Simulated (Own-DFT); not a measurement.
# Strain and stress in wurtzite AlN, 128 atoms (Al64N64)

All numbers below are calculated, not measured. The program, named Own-DFT, is a retired in-house plane-wave density functional code that no person has reviewed. Each row is one single-point run on a periodic cell that was not relaxed, without spin or spin-orbit coupling.

Settings of every run: PBE; PseudoDojo norm-conserving scalar-relativistic files; cutoff 42 hartree; 3 x 3 x 3 k mesh centred on Gamma; Gaussian smearing of 0.01 eV.

Known limits: k mesh not checked against a denser one; stress not checked against mesh or cutoff.

Unstrained cell vectors in Å: (12.448, 0.000, 0.000); (-6.224, 10.780, 0.000); (0.000, 0.000, 9.964). The unstrained cell has measured lattice constants (interpolated for alloys), not those of this functional. That, the random moves and any unrelaxed bonds set the pressure at no strain. Each run strains this cell uniformly, with the atoms carried along. Every atom was also moved at random, by a Gaussian of width 0.05 Å on each axis. Strain is the symmetric tensor, in per cent. Stress is positive in tension, and the pressure is minus a third of its trace.

```
run  e_xx (%)  e_yy (%)  e_zz (%)  s_xx (GPa)  s_yy (GPa)  s_zz (GPa)  P (GPa)  E (meV/atom)
  1      0.00      0.00     -1.75       -7.87       -6.50      -14.14     9.50          19.0
  2      0.00      0.00     -0.25       -7.85       -4.78       -5.98     6.21          10.3
  3      0.00      0.00      1.50       -4.46       -3.70        0.06     2.70           6.3
  4      0.00      0.00      0.50       -7.29       -3.89       -3.12     4.77          11.3
  5      0.00      0.00      1.25       -5.02       -3.58       -0.56     3.05           0.0
  6      0.00      0.00     -1.50       -6.73       -6.77      -13.71     9.07          23.3
  7      0.00      0.00      2.50       -5.12       -3.83        5.23     1.24          13.1
  8      0.00      0.00      1.75       -4.50       -4.13        2.40     2.08           1.1
  9      0.00      0.00     -1.00           ?           ?           ?        ?             ?
```

E is the free energy for each atom above the lowest run shown.

## Worked fit

The change of volume is close to e_xx + e_yy + e_zz. A straight line through the runs shown gives P = 5.85 - 204 x (fractional change of volume) GPa, with an error of 6 on the slope and a scatter of 0.26 GPa. The strain isn't the same on all axes and the cell isn't cubic, so the slope belongs to this path and is not the bulk modulus.

## Withheld run

Question: what pressure should run 9 give? Its volume changes by -1.00 %.

The line gives 7.9 GPa. The calculation gave 7.56 GPa.
